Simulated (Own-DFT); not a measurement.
Simulation results for GaP (zincblende, atoms displaced)

All values are calculated (Own-DFT development build). A calculation, not a measurement: plane-wave PBE density functional theory by an unreviewed code, no spin, of a simulated periodic cell, stress positive in tension, free energy of the whole cell less one offset for each atom, forces on such cells passed a denser k mesh, this cell's mesh not checked; offsets are fitted by least squares, one for each functional and potential file, so energies compare only between cells with the same atoms and settings and are not formation energies; the far tail of each file's local potential was reset to the Coulomb form; each entry is a single point on an unrelaxed cell, so the pressure reflects the starting lattice, mostly measured values (interpolated for alloys), from which strain is counted, and rises with the displacements; printed positions are rounded, which can move forces by about a meV/angstrom; the program, named Own-DFT, is a retired in-house code; no spin-orbit coupling; before rounding, a Quantum ESPRESSO 7.3.1 run of the same cell and cutoff gave forces within 1 meV/angstrom rms on each cell, which checks the program and not the settings.

```yaml
- formula: GaP
  kind: "zincblende, atoms displaced"
  structure:
    cell_angstrom: [[16.3515, 0.0, 0.0], [0.0, 10.901, 0.0], [0.0, 0.0, 10.901]]
    atoms_fractional:
      - [Ga, 0.9965, 0.99587, 0.00259]
      - [Ga, 0.0053, 0.25098, 0.25006]
      - [Ga, 0.16509, 0.99572, 0.25225]
      - [Ga, 0.16698, 0.2531, 0.99059]
      - [P, 0.08629, 0.12998, 0.13077]
      - [P, 0.08225, 0.37127, 0.37164]
      - [P, 0.24926, 0.12529, 0.38176]
      - [P, 0.24888, 0.3827, 0.12214]
      - [Ga, 0.00064, 0.9968, 0.50244]
      - [Ga, 0.99963, 0.24905, 0.75179]
      - [Ga, 0.17272, 0.99363, 0.75063]
      - [Ga, 0.16806, 0.24687, 0.49955]
      - [P, 0.08009, 0.12239, 0.62858]
      - [P, 0.08523, 0.38329, 0.87293]
      - [P, 0.24904, 0.13138, 0.87403]
      - [P, 0.24708, 0.37531, 0.62388]
      - [Ga, 0.00232, 0.50022, 0.00717]
      - [Ga, 0.00048, 0.74484, 0.24543]
      - [Ga, 0.16773, 0.49961, 0.24452]
      - [Ga, 0.16685, 0.75011, 0.99772]
      - [P, 0.08203, 0.62721, 0.12658]
      - [P, 0.0827, 0.87235, 0.37701]
      - [P, 0.25085, 0.62185, 0.37795]
      - [P, 0.25523, 0.87419, 0.11759]
      - [Ga, 0.00449, 0.49077, 0.50914]
      - [Ga, 0.99904, 0.74645, 0.75882]
      - [Ga, 0.16429, 0.49697, 0.75455]
      - [Ga, 0.16384, 0.75721, 0.50241]
      - [P, 0.08214, 0.61571, 0.632]
      - [P, 0.08463, 0.87242, 0.87822]
      - [P, 0.2511, 0.63699, 0.87334]
      - [P, 0.24926, 0.88108, 0.63078]
      - [Ga, 0.33141, 0.99573, 0.00578]
      - [Ga, 0.33269, 0.25151, 0.24056]
      - [Ga, 0.50503, 0.00204, 0.24967]
      - [Ga, 0.49702, 0.25235, 0.99399]
      - [P, 0.42004, 0.12818, 0.12489]
      - [P, 0.41636, 0.37785, 0.3783]
      - [P, 0.58456, 0.12375, 0.37217]
      - [P, 0.57998, 0.38374, 0.12131]
      - [Ga, 0.33403, 0.0014, 0.49744]
      - [Ga, 0.33399, 0.25225, 0.74486]
      - [Ga, 0.49967, 0.00361, 0.75255]
      - [Ga, 0.49643, 0.2539, 0.50223]
      - [P, 0.40867, 0.12817, 0.61725]
      - [P, 0.42097, 0.37319, 0.87264]
      - [P, 0.58497, 0.11846, 0.87297]
      - [P, 0.58491, 0.37794, 0.61701]
      - [Ga, 0.33025, 0.49588, 0.99964]
      - [Ga, 0.33891, 0.74427, 0.25178]
      - [Ga, 0.50081, 0.49562, 0.24828]
      - [Ga, 0.49841, 0.74692, 0.00325]
      - [P, 0.41626, 0.62327, 0.12598]
      - [P, 0.4206, 0.87547, 0.37736]
      - [P, 0.58315, 0.62575, 0.37802]
      - [P, 0.58618, 0.86787, 0.11654]
      - [Ga, 0.33697, 0.50108, 0.50058]
      - [Ga, 0.3367, 0.74174, 0.74737]
      - [Ga, 0.49485, 0.49875, 0.74947]
      - [Ga, 0.50077, 0.74968, 0.49892]
      - [P, 0.41713, 0.62937, 0.62356]
      - [P, 0.42165, 0.87724, 0.87786]
      - [P, 0.58645, 0.62746, 0.87868]
      - [P, 0.58151, 0.87505, 0.62569]
      - [Ga, 0.6664, 0.00774, 0.99569]
      - [Ga, 0.66766, 0.24221, 0.25047]
      - [Ga, 0.83539, 0.00096, 0.24481]
      - [Ga, 0.83479, 0.25844, 0.00188]
      - [P, 0.75474, 0.12387, 0.1297]
      - [P, 0.74375, 0.37672, 0.38158]
      - [P, 0.91221, 0.13109, 0.38149]
      - [P, 0.92035, 0.3767, 0.12074]
      - [Ga, 0.66733, 0.00451, 0.49364]
      - [Ga, 0.67013, 0.2548, 0.75112]
      - [Ga, 0.83142, 0.00083, 0.75608]
      - [Ga, 0.8351, 0.24126, 0.50075]
      - [P, 0.75347, 0.13338, 0.6217]
      - [P, 0.75327, 0.38339, 0.88352]
      - [P, 0.91925, 0.12149, 0.88136]
      - [P, 0.91962, 0.37541, 0.62398]
      - [Ga, 0.67424, 0.49969, 0.99442]
      - [Ga, 0.66648, 0.75447, 0.24519]
      - [Ga, 0.8274, 0.49023, 0.24889]
      - [Ga, 0.83333, 0.74869, 0.99733]
      - [P, 0.75283, 0.62825, 0.12772]
      - [P, 0.7561, 0.87638, 0.38433]
      - [P, 0.91528, 0.62403, 0.37636]
      - [P, 0.91625, 0.87868, 0.13332]
      - [Ga, 0.6691, 0.49987, 0.5106]
      - [Ga, 0.67305, 0.75588, 0.74956]
      - [Ga, 0.83149, 0.50901, 0.75098]
      - [Ga, 0.82843, 0.75171, 0.50327]
      - [P, 0.75386, 0.6252, 0.63214]
      - [P, 0.74986, 0.88235, 0.8724]
      - [P, 0.91425, 0.62314, 0.87527]
      - [P, 0.91396, 0.87867, 0.62017]
  settings:
    functional: PBE
    potential_files: "PseudoDojo norm-conserving, scalar-relativistic, standard set"
    "wave_cutoff [hartree]": 42.0
    occupations: Fermi-Dirac
    "smearing_width [eV]": 0.1
    k_mesh: "2 x 3 x 3 centred on Gamma"
  results:
    "free_energy_of_cell_above_offsets [eV]": "-49.504"
    "pressure [GPa]": 3.35
    "stress_xx [GPa]": -3.37
    "stress_yy [GPa]": -3.33
    "stress_zz [GPa]": -3.36
    "stress_yz [GPa]": 0.08
    "stress_xz [GPa]": 0.79
    "stress_xy [GPa]": 0.4
    force_element: [Ga, Ga, Ga, Ga, P, P, P, P, Ga, Ga, Ga, Ga, P, P, P, P, Ga, Ga, Ga, Ga, P, P, P, P, Ga, Ga, Ga, Ga, P, P, P, P, Ga, Ga, Ga, Ga, P, P, P, P, Ga, Ga, Ga, Ga, P, P, P, P, Ga, Ga, Ga, Ga, P, P, P, P, Ga, Ga, Ga, Ga, P, P, P, P, Ga, Ga, Ga, Ga, P, P, P, P, Ga, Ga, Ga, Ga, P, P, P, P, Ga, Ga, Ga, Ga, P, P, P, P, Ga, Ga, Ga, Ga, P, P, P, P]
    "force_x [eV/angstrom]": [1.06, -1.422, 0.741, -0.332, -0.006, 1.001, 0.339, -0.15, -0.376, -0.016, -1.526, -0.864, 0.95, -1.119, 0.785, 0.45, -0.173, -0.67, -0.438, 0.005, 0.928, -0.465, -0.319, -1.312, -0.357, -0.107, 1.428, 0.48, 0.247, -0.327, -0.162, 1.298, 1.074, -0.108, -0.196, 1.233, -0.397, -0.102, -0.556, 1.272, -0.419, -0.46, -0.396, 0.502, 1.669, -1.621, -0.279, -0.792, 0.714, -0.704, -0.233, 0.236, 0.172, -0.441, 0.515, -0.254, -0.745, -0.119, 1.496, 0.344, 0.272, -0.986, -0.186, 0.608, 0.548, -0.375, -0.051, 0.361, -0.724, 0.855, 1.824, -0.368, 0.098, -0.257, 0.785, -0.373, -1.002, 0.41, -0.704, -1.237, -1.595, 0.44, 0.847, 0.011, -0.341, -1.338, 0.068, 0.338, -0.11, -1.218, 1.023, 1.417, -1.011, 0.086, 0.679, 0.229]
    "force_y [eV/angstrom]": [0.255, -0.295, 0.212, 0.176, -0.772, 0.694, -0.219, -1.298, 0.554, 0.138, 1.347, 0.177, -0.076, -1.136, -0.879, 0.388, 0.381, 0.412, 0.352, 0.159, -0.136, 0.096, 0.625, -0.913, 0.833, 0.405, 0.937, -1.076, 1.404, 0.498, -1.856, -1.421, 1.35, 0.04, -0.695, -0.466, -0.498, -0.419, 0.543, -1.409, -0.726, 0.274, -0.193, -0.488, -0.21, 0.251, 1.865, -0.568, 0.993, 0.577, 0.789, -0.212, -0.59, 0.227, -0.226, 1.353, -0.041, 1.715, 0.67, 0.153, -0.721, -0.293, -0.231, 0.383, -0.777, 1.203, 0.121, -0.994, 0.54, -0.882, -1.289, -0.337, -0.408, 0.042, 0.642, 2.326, -1.152, -1.295, 0.781, -0.46, 1.275, -0.291, 0.595, 0.638, -0.294, 0.52, -0.555, -1.074, 1.088, -0.255, -1.458, -0.772, 0.485, -0.573, 0.078, -0.635]
    "force_z [eV/angstrom]": [0.501, 0.115, -0.162, 0.945, -1.125, 0.581, -1.508, -0.179, -0.358, 0.195, 0.844, 0.367, -0.04, 0.839, -0.048, 0.139, -0.979, 1.171, 1.036, 0.573, -0.46, -0.587, -0.165, 1.879, -1.303, -1.018, -0.558, 0.564, -0.368, -0.202, 0.113, -1.195, -1.247, 1.038, -0.476, 0.613, -0.154, -0.917, 0.572, -0.429, -0.201, 0.379, -0.936, -0.421, 1.018, -0.192, -0.243, 1.623, -0.717, 0.248, 0.712, -0.394, -0.292, -0.473, -0.358, 0.455, 0.313, 0.352, -0.249, 0.142, -0.213, -0.216, -0.785, -0.16, 0.923, -0.287, 1.731, 0.007, -1.076, -0.424, -1.762, 1.138, 0.941, -0.02, -1.05, 0.219, 1.132, -1.727, -0.45, 0.781, 1.482, 1.145, 0.43, 0.364, -0.279, -1.743, 0.178, -1.122, -0.868, 0.078, 0.117, 0.048, -0.819, 0.946, 0.742, 1.234]
```
